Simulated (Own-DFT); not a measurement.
# One host, several defects: zincblende GaAs

Calculated, not measured: single-point runs of Own-DFT, a retired in-house plane-wave DFT program that no person has reviewed, on unrelaxed cells, without spin or spin-orbit coupling.

Method: PBE; PseudoDojo norm-conserving scalar-relativistic files; cutoff 42 hartree; 3 x 3 x 3 k mesh centred on Gamma; Fermi-Dirac smearing of 0.1 eV.

Caveats (not all hold for every row): not probed for a lower state with spin; forces not confirmed at this smearing and k mesh; stress not checked against mesh or cutoff.

All runs share one cell, with vectors in Å (11.737, 0.000, 0.000); (0.000, 11.737, 0.000); (0.000, 0.000, 10.919) and a volume of 1504.3 Å³, strained against the parent crystal. The atoms are randomly displaced, by u rms on each axis. The defect's site can differ from row to row.

| cell | formula | u (Å) | P (GPa) |
|---|---|---|---|
| no defect | As32Ga32 | 0.0298 | 0.75 |
| no defect | As32Ga32 | 0.0299 | 0.77 |
| no defect | As32Ga32 | 0.0524 | 1.11 |
| one Al on a Ga site | AlAs32Ga31 | 0.0282 | 0.67 |
| one Al on a Ga site | AlAs32Ga31 | 0.0293 | 0.73 |
| one Al on a Ga site | AlAs32Ga31 | 0.0533 | 1.18 |
| one As vacancy and one Ga vacancy | As31Ga31 | 0.0306 | 0.53 |
| one As vacancy and one Ga vacancy | As31Ga31 | 0.0483 | 0.65 |
| one As vacancy and one Ga vacancy | As31Ga31 | 0.0488 | 0.78 |
| one P on an As site | As31Ga32P | 0.0317 | 0.55 |
| one P on an As site | As31Ga32P | 0.0452 | 0.72 |
| one P on an As site | As31Ga32P | 0.0460 | 0.74 |
| one In on a Ga site | As32Ga31In | 0.0307 | 1.35 |
| one In on a Ga site | As32Ga31In | 0.0316 | ? |
| one In on a Ga site | As32Ga31In | 0.0419 | 1.51 |
| one In on a Ga site | As32Ga31In | 0.0448 | 1.56 |

## What the rows give

P = P0 + c u² + a shift for each defect gives P0 = 0.58 GPa, c = 197 ± 17 GPa/Å² and a scatter of 0.05 GPa. The shifts, and each times the cell's volume:

- one In on a Ga site: 0.58 ± 0.04 GPa, 5.5 eV
- one Al on a Ga site: -0.01 ± 0.04 GPa, -0.1 eV (not resolved)
- one P on an As site: -0.25 ± 0.04 GPa, -2.3 eV
- one As vacancy and one Ga vacancy: -0.30 ± 0.04 GPa, -2.8 eV

Against the defect-free cell, a freed cell would be larger where the shift is positive and smaller where it is negative (160.2 GPa Å³ is 1 eV). The atoms around the defects weren't relaxed, which would change these numbers.

## Prediction

Q: what pressure belongs in the blank (one In on a Ga site, u = 0.0316 Å)?

Estimate: 1.36 ± 0.06 GPa. The hidden result is 1.36 GPa.
